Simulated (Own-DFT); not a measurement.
AlGa₃N₄ (wurtzite random alloy, strained, atoms displaced) (calculated)

A calculation, not a measurement: plane-wave PBE density functional theory by an unreviewed code, no spin, of a simulated periodic cell, stress positive in tension, free energy of the whole cell less one offset for each atom, forces on such cells passed a denser k mesh, this cell's mesh not checked; offsets are fitted by least squares, one for each functional and potential file, so energies compare only between cells with the same atoms and settings and are not formation energies; the far tail of each file's local potential was reset to the Coulomb form; each entry is a single point on an unrelaxed cell, so the pressure reflects the starting lattice, mostly measured values, from which strain is counted, and rises with the displacements; printed positions are rounded, which can move forces by about a meV/angstrom; the program is a retired in-house code; no spin-orbit coupling. Program: Own-DFT development build.

Common to all runs: functional PBE; potential files PseudoDojo norm-conserving, scalar-relativistic, standard set with the stringent files for Ga; wave cutoff 96 hartree; occupations Gaussian; smearing width 0.01 eV; k mesh 4 x 4 x 3 centred on Gamma.

(1) AlGa₃N₄ (wurtzite random alloy, strained, atoms displaced)

```xyz
72
Lattice="9.7470 0.0000 0.0000 -4.8735 8.4411 0.0000 0.0000 0.0000 10.2685" Properties=species:S:1:pos:R:3 AlGa3N4
Ga     0.0455     1.8529    10.2208
Ga     1.6335     0.9357     2.4438
N      0.0841     1.8674     1.9897
N      1.7416     0.9501     4.4897
Ga     0.0578     1.9104     5.2076
Ga     1.6742     1.0617     7.7177
N     -0.0186     1.9146     7.1062
N      1.7155     0.9377     9.6995
Al    -1.6918     4.6604     0.0190
Ga     0.0537     3.7481     2.4966
N     -1.5842     4.5569     2.0280
N      0.0239     3.8044     4.5342
Ga    -1.5508     4.6967     5.1698
Ga    -0.0287     3.7887     7.6526
N     -1.6671     4.7094     7.1337
N     -0.0532     3.8061     9.6374
Al    -3.2105     7.4800    10.2542
Ga    -1.6699     6.5380     2.4784
N     -3.2146     7.4986     1.9121
N     -1.7510     6.5390     4.4235
Al    -3.3283     7.5884     5.2215
Al    -1.4684     6.6478     7.7372
N     -3.1792     7.5099     7.1075
N     -1.6579     6.6055     9.7232
Ga     3.2415     1.8945    10.2535
Ga     4.8635     0.9901     2.5060
N      3.2560     1.9129     1.8675
N      4.8542     1.0108     4.5208
Ga     3.2946     1.8755     5.1396
Al     4.9354     0.8811     7.6841
N      3.2119     1.8860     7.0496
N      4.8621     0.9405     9.6849
Ga     1.6539     4.6465     0.0211
Ga     3.2696     3.7694     2.5747
N      1.6325     4.7172     1.9730
N      3.1897     3.7362     4.5479
Ga     1.5517     4.6428     5.2772
Ga     3.3029     3.8166     7.7534
N      1.5688     4.7942     7.1103
N      3.3110     3.7819     9.6191
Ga     0.0105     7.5362     0.0916
Ga     1.6705     6.6360     2.5282
N     -0.0936     7.5530     2.0134
N      1.6870     6.5466     4.4893
Ga     0.1190     7.6069     5.1971
Ga     1.6916     6.5429     7.7469
N     -0.0901     7.4485     7.0215
N      1.6331     6.6454     9.6457
Ga     6.5197     1.8421    10.2287
Ga     8.1538     0.9524     2.5967
N      6.4892     1.9337     1.9713
N      8.0947     0.9345     4.4764
Ga     6.4277     1.9022     5.2273
Al     8.0466     0.8152     7.6429
N      6.4903     1.8423     7.0775
N      8.1208     0.9255     9.6880
Al     4.8353     4.7218     0.0046
Ga     6.4483     3.7606     2.5115
N      4.8554     4.6868     2.0489
N      6.4954     3.7120     4.5378
Ga     4.9776     4.5812     5.0954
Ga     6.4594     3.7697     7.7012
N      4.9031     4.6227     7.0938
N      6.4913     3.7927     9.5681
Al     3.1232     7.5885    10.2016
Ga     4.8023     6.5359     2.6000
N      3.2659     7.4214     1.9449
N      4.9006     6.5031     4.4564
Al     3.1743     7.5064     5.1362
Ga     4.9000     6.5251     7.7730
N      3.3604     7.5507     7.0855
N      4.8243     6.5736     9.6262
```

- free energy of cell above offsets: -8.658 eV
- pressure: -1.79 GPa
- stress xx: 3.63 GPa
- stress yy: 5.36 GPa
- stress zz: -3.6 GPa
- stress yz: 0 GPa
- stress xz: 0.38 GPa
- stress xy: -0.21 GPa

Force:
```tsv
element	x (eV/Å)	y (eV/Å)	z (eV/Å)
Ga	-0.268	0.559	0.491
Ga	1.097	-0.653	1.712
N	-1.438	0.199	-1.197
N	-1.786	-0.651	0.231
Ga	-0.064	-0.443	-1.842
Ga	-0.888	-1.71	0.009
N	-0.652	-0.807	0.92
N	-1.381	-0.694	-0.603
Al	0.765	0.372	-0.036
Ga	0.061	-0.234	1.404
N	-1.061	1.383	-2.386
N	-0.151	-1.135	-0.175
Ga	-1.45	1.069	-0.828
Ga	-0.567	-0.081	1.004
N	0.618	0.936	0.003
N	0.306	-0.349	0.518
Al	-1.013	0.468	0.144
Ga	0.097	-0.519	1.714
N	-1.358	-0.152	-1.208
N	0.691	0.685	1.629
Al	1.197	-1.345	-1.723
Al	-4.006	-1.982	0.643
N	-0.07	0.108	0.447
N	0.806	-1.093	-0.95
Ga	0.887	0.296	-0.343
Ga	-0.119	-0.007	0.866
N	0.049	0.249	1.069
N	0.886	-0.8	-0.271
Ga	-0.995	0.524	-0.413
Al	-1.44	0.563	0.472
N	2.125	0.495	1.363
N	0.494	-0.121	-1.667
Ga	-0.606	0.576	-0.211
Ga	-0.933	-0.438	0.824
N	0.363	0.177	-0.676
N	0.666	0.31	0.056
Ga	1.472	0.811	-2.792
Ga	-0.698	-0.952	-1.689
N	0.919	-1.317	1.371
N	-0.333	0.213	1.392
Ga	-0.694	-0.263	-0.533
Ga	-1.473	-0.822	0.885
N	1.685	-0.324	-0.487
N	-0.473	0.577	1.105
Ga	-1.514	-1.364	-2.999
Ga	-0.485	1.197	-0.595
N	2.972	2.102	1.769
N	-0.272	-0.625	0.593
Ga	-0.477	1.163	0.625
Ga	-0.135	0.023	-0.731
N	0.373	-1.2	-0.981
N	0.242	-0.515	2.031
Ga	1.072	-0.008	-2.454
Al	1.261	2.729	0.948
N	0.036	-1.054	1.979
N	0.14	-0.207	-1.597
Al	0.759	0.146	0.295
Ga	1.027	-0.134	1.491
N	0.109	0.133	-2.663
N	1.347	-0.456	-0.417
Ga	-2.099	1.703	0.283
Ga	1.147	-0.298	-0.524
N	-0.685	1.19	-0.521
N	-0.469	0.063	2.619
Al	2.218	-1.193	1.436
Ga	1.558	0.535	-0.467
N	-0.331	2.014	-1.857
N	-0.676	1.394	2.649
Al	1.787	-0.321	-0.763
Ga	1.168	0.307	-1.725
N	-1.389	-1.166	-0.83
N	0.049	0.165	2.168
```

(2) AlGa₃N₄ (wurtzite random alloy, strained, atoms displaced)

```xyz
72
Lattice="9.7470 0.0000 0.0000 -4.8735 8.4411 0.0000 0.0000 0.0000 10.2685" Properties=species:S:1:pos:R:3 AlGa3N4
Ga    -0.0224     1.8316    10.2138
Ga     1.6237     0.9063     2.5031
N     -0.0794     1.9575     1.9195
N      1.6231     0.9092     4.5057
Ga    -0.0621     1.9177     5.0474
Ga     1.6181     0.8911     7.7983
N      0.0347     1.8375     7.1434
N      1.6145     1.0122     9.6687
Ga    -1.6317     4.6653    10.2556
Ga     0.0796     3.6701     2.5764
N     -1.7316     4.7500     1.8772
N     -0.0339     3.7839     4.4116
Ga    -1.6049     4.6230     5.1924
Ga    -0.0618     3.7152     7.6815
N     -1.5912     4.6667     7.0247
N     -0.0460     3.7396     9.6161
Ga    -3.2664     7.4879    10.2044
Al    -1.5682     6.4070     2.5559
N     -3.2555     7.5700     2.0201
N     -1.5481     6.5894     4.4984
Ga    -3.2784     7.4707     5.1018
Ga    -1.5869     6.4787     7.6899
N     -3.2056     7.5577     7.0480
N     -1.7321     6.5674     9.6280
Ga     3.3011     1.9104     0.0043
Ga     4.8487     1.0323     2.5690
N      3.2553     1.8936     1.8977
N      4.8379     0.9025     4.5135
Ga     3.1782     1.9177     5.1706
Al     4.7886     0.9152     7.6984
N      3.2193     1.9218     7.0685
N      4.7623     0.9513     9.6389
Ga     1.6475     4.7182    10.2492
Al     3.2904     3.7907     2.6215
N      1.6393     4.6732     1.9261
N      3.2734     3.7841     4.5376
Ga     1.5321     4.6748     5.1490
Ga     3.2777     3.7626     7.7523
N      1.7071     4.6996     7.0110
N      3.3394     3.6990     9.5869
Ga     0.0130     7.4467    10.2325
Ga     1.6282     6.5089     2.5614
N      0.0481     7.5092     2.0042
N      1.6726     6.5841     4.5231
Ga     0.0501     7.4534     5.1170
Al     1.6622     6.5829     7.6764
N     -0.0276     7.5667     7.0289
N      1.6172     6.5487     9.6076
Ga     6.4232     1.9310    10.2672
Ga     8.2140     0.9391     2.5678
N      6.5344     1.8023     1.9593
N      8.1703     0.8975     4.4659
Al     6.5033     1.8400     5.0755
Ga     8.1141     0.8902     7.7192
N      6.5449     1.8502     7.0984
N      8.0767     0.8648     9.6873
Al     4.8699     4.7311    10.1755
Ga     6.5114     3.7104     2.6445
N      4.7588     4.6259     1.9711
N      6.5024     3.7611     4.4405
Ga     4.9551     4.6701     5.1140
Al     6.4772     3.7494     7.7000
N      4.8999     4.7795     7.0815
N      6.4784     3.7771     9.5764
Ga     3.2606     7.4330     0.0059
Ga     4.8496     6.5616     2.6820
N      3.2451     7.5051     1.9227
N      4.8921     6.6131     4.4156
Al     3.3102     7.5050     5.2709
Al     4.9242     6.5648     7.6562
N      3.3645     7.3860     7.1047
N      4.9236     6.5614     9.6514
```

- free energy of cell above offsets: -9.334 eV
- pressure: -1.97 GPa
- stress xx: 6.14 GPa
- stress yy: 5.41 GPa
- stress zz: -5.64 GPa
- stress yz: -0.78 GPa
- stress xz: 0.05 GPa
- stress xy: 0.04 GPa

Force:
```tsv
element	x (eV/Å)	y (eV/Å)	z (eV/Å)
Ga	-0.611	0.588	0.358
Ga	0.312	1.155	0.752
N	1.321	-1.421	-0.524
N	-0.598	0.947	-0.246
Ga	1.485	-0.996	1.26
Ga	0.469	0.925	-1.707
N	-0.867	0.235	-1.127
N	0.339	-0.944	0.732
Ga	-0.394	0.213	-0.251
Ga	-0.717	1.863	-1.777
N	0.811	-1.537	0.842
N	0.077	-0.468	1.908
Ga	-0.377	1.483	-2.375
Ga	1.604	-0.203	0.163
N	-1.296	-0.609	1.674
N	0.65	0.281	0.346
Ga	-0.039	1.127	1.963
Al	-0.278	3.395	0.586
N	0.538	-2.512	-1.292
N	-1.123	-1.544	-0.413
Ga	1.455	0.753	-0.272
Ga	-0.356	1.557	-0.461
N	-0.78	-1.683	0.731
N	1.913	-0.625	-0.272
Ga	-1.313	-0.184	0.116
Ga	0.158	-1.578	0.1
N	-0.476	1.152	1.262
N	1.001	1.256	0.586
Ga	0.489	-0.645	-0.779
Al	0.458	0.696	-0.433
N	0.783	-0.75	1.213
N	1.809	-0.996	-1.097
Ga	-0.216	-1.124	-0.236
Al	-1.204	-1.067	-0.353
N	0.553	-0.659	0.393
N	-0.403	-0.068	-0.721
Ga	1.665	0.572	-0.862
Ga	-0.265	-0.085	-2.236
N	-1.34	0.7	1.945
N	-0.357	1.814	1.704
Ga	-0.793	0.879	1.108
Ga	0.256	1.224	0.143
N	-1.219	-0.8	-0.931
N	0.909	-0.178	0.726
Ga	-0.433	0.891	-0.686
Al	-0.392	-0.508	-0.498
N	1.241	-0.85	1.779
N	0.243	-0.068	-0.932
Ga	0.506	-0.929	-0.061
Ga	-1.407	-0.98	-0.932
N	-0.194	1.215	0.006
N	-1.375	-0.133	1.828
Al	-0.435	-0.406	0.459
Ga	0.452	0.224	0.205
N	-1.364	0.624	-0.909
N	-0.085	0.53	-0.445
Al	0.291	-0.599	1.499
Ga	-0.539	0.232	-3.514
N	1.72	0.888	-1.27
N	0.663	-1.251	3.164
Ga	-1.405	0.649	0.13
Al	0.17	-0.326	-0.65
N	1.13	-1.026	0.2
N	-0.563	0.159	0.255
Ga	0.075	0.613	0.146
Ga	0.103	-0.04	-5
N	0.279	-0.424	0.592
N	-0.89	-0.515	5.239
Al	-0.363	-0.389	-2.601
Al	0.981	0.225	0.847
N	-1.447	0.87	0.218
N	-0.989	-0.817	-1.317
```

(3) AlGa₃N₄ (wurtzite random alloy, strained, atoms displaced)

```xyz
72
Lattice="9.7470 0.0000 0.0000 -4.8735 8.4411 0.0000 0.0000 0.0000 10.2685" Properties=species:S:1:pos:R:3 AlGa3N4
Ga    -0.0354     1.8974    10.1978
Ga     1.6066     0.9530     2.6383
N     -0.0619     1.7876     1.9338
N      1.6003     0.9238     4.5223
Ga     0.0665     1.8673     5.1142
Al     1.6578     1.0540     7.6654
N     -0.0180     1.8569     7.0392
N      1.6124     0.9080     9.7645
Ga    -1.6588     4.6588    10.2140
Ga    -0.0044     3.6927     2.5235
N     -1.5991     4.6938     1.9013
N     -0.0152     3.7417     4.4887
Ga    -1.5955     4.7245     5.1944
Ga    -0.0045     3.7523     7.6913
N     -1.7522     4.7071     7.0448
N      0.0645     3.8283     9.5628
Ga    -3.2916     7.4186     0.0177
Ga    -1.6742     6.6834     2.5974
N     -3.2447     7.5348     1.9735
N     -1.6540     6.5687     4.5232
Ga    -3.2666     7.4915     5.0963
Al    -1.6346     6.5964     7.6010
N     -3.1910     7.4909     7.0042
N     -1.6279     6.5549     9.6614
Al     3.3541     1.8667     0.0181
Ga     4.7862     0.9785     2.5730
N      3.2570     1.8429     1.9609
N      4.7986     0.9762     4.4875
Al     3.2367     1.8262     5.1607
Ga     4.9157     0.9368     7.6599
N      3.2749     1.9619     7.0336
N      4.8528     0.9170     9.5971
Ga     1.6492     4.6639    10.2087
Ga     3.2808     3.8082     2.5808
N      1.5391     4.6359     2.0000
N      3.2345     3.6929     4.4672
Ga     1.6621     4.7150     5.1240
Al     3.1762     3.7368     7.7765
N      1.6875     4.6973     6.9735
N      3.2190     3.7307     9.7356
Ga    -0.0260     7.4266     0.0413
Ga     1.5904     6.5676     2.6063
N     -0.0163     7.5131     1.9207
N      1.5580     6.5028     4.5292
Ga    -0.0185     7.2994     5.1472
Ga     1.6876     6.6605     7.7516
N      0.0495     7.4857     7.0623
N      1.5207     6.6038     9.6384
Ga     6.4778     1.8993     0.0813
Al     8.0266     0.8381     2.5571
N      6.5667     1.8108     2.0056
N      8.0750     0.9619     4.5022
Al     6.4558     1.8618     5.1323
Ga     8.1868     0.8942     7.7378
N      6.5326     1.8426     7.0625
N      8.1586     0.9224     9.6482
Ga     4.8936     4.6812     0.0632
Ga     6.4451     3.6847     2.5635
N      4.7817     4.7301     2.0140
N      6.6065     3.7481     4.5456
Al     4.7965     4.7637     5.1433
Al     6.4844     3.7682     7.7174
N      4.8318     4.7256     6.9762
N      6.4611     3.7972     9.6106
Ga     3.3150     7.5264     0.0766
Ga     4.9153     6.6290     2.5034
N      3.1242     7.4966     1.9607
N      4.8317     6.4514     4.4561
Ga     3.2505     7.5273     5.1232
Ga     4.8562     6.5638     7.8163
N      3.2244     7.4349     7.1406
N      4.9000     6.5738     9.6942
```

* free energy of cell above offsets: -9.355 eV
* pressure: -2.06 GPa
* stress xx: 4.43 GPa
* stress yy: 6.28 GPa
* stress zz: -4.52 GPa
* stress yz: 0.23 GPa
* stress xz: 0.45 GPa
* stress xy: 0.2 GPa

Force:
```tsv
element	x (eV/Å)	y (eV/Å)	z (eV/Å)
Ga	1.212	0.025	1.105
Ga	-0.254	0.597	-1.863
N	-0.434	-0.084	0.266
N	1.191	-0.057	0.791
Ga	-1.797	0.766	-0.441
Al	-0.042	-1.53	0.789
N	1.167	-0.032	1.039
N	1.029	0.766	-2.126
Ga	0.925	0.884	0.651
Ga	-1.084	-0.132	0.509
N	-1.06	0.036	0.23
N	0.498	0.166	0.639
Ga	-0.3	-1.242	-1.907
Ga	-0.034	0.636	-1.65
N	1.131	0.449	2.162
N	-1.255	-1.203	0.861
Ga	1.961	1.712	-0.167
Ga	1.181	-2.009	-0.692
N	-0.513	0.115	-0.151
N	-0.142	-0.132	-0.141
Ga	-0.643	-0.441	0.176
Al	0.312	-0.325	1.328
N	-0.573	1.188	1.667
N	-0.67	-0.132	-1.556
Al	-1.802	-0.672	0.221
Ga	1.279	-1.005	0.294
N	-0.619	1.084	-1.179
N	0.737	-0.423	1.322
Al	0.25	0.978	-1.012
Ga	-0.147	0.015	-0.145
N	-0.925	-0.543	0.933
N	0.168	0.557	1.123
Ga	-0.7	1.223	1.652
Ga	-2.072	-1.188	-0.055
N	1.575	0.919	-1.238
N	0.738	0.124	1.502
Ga	-0.288	-1.714	-1.219
Al	1.076	0.783	-1.409
N	-0.388	-0.282	3.02
N	1.224	-0.644	-1.468
Ga	-0.618	0.968	-0.763
Ga	-0.977	-1.08	-0.621
N	-0.117	0.313	1.307
N	1.361	1.012	-0.333
Ga	-0.02	2.551	-0.008
Ga	-1.763	-1.713	-0.414
N	-1.234	-0.309	0.435
N	2.319	-0.785	0.648
Ga	0.084	-0.746	-1.321
Al	1.671	1.115	0.846
N	-1.477	0.464	-0.587
N	-0.051	-0.652	-0.272
Al	0.269	0.477	-0.229
Ga	-0.986	0.242	-0.986
N	0.047	0.995	0.123
N	-0.891	0.259	0.456
Ga	-0.676	0.021	-0.242
Ga	1.4	1.168	1.028
N	1.956	0.111	-1.26
N	-2.291	-0.465	-0.093
Al	0.755	-2.323	-0.752
Al	-0.84	-0.401	-1.6
N	0.051	-0.851	2.681
N	-0.031	-0.936	-0.014
Ga	-1.549	-0.164	-1.03
Ga	-1.152	-0.593	1.065
N	1.564	0.178	0.435
N	0.086	2.011	0.192
Ga	-0.197	-0.286	0.125
Ga	0.663	-0.382	-2.445
N	1.859	1.424	-0.905
N	-1.126	-0.858	0.674
```
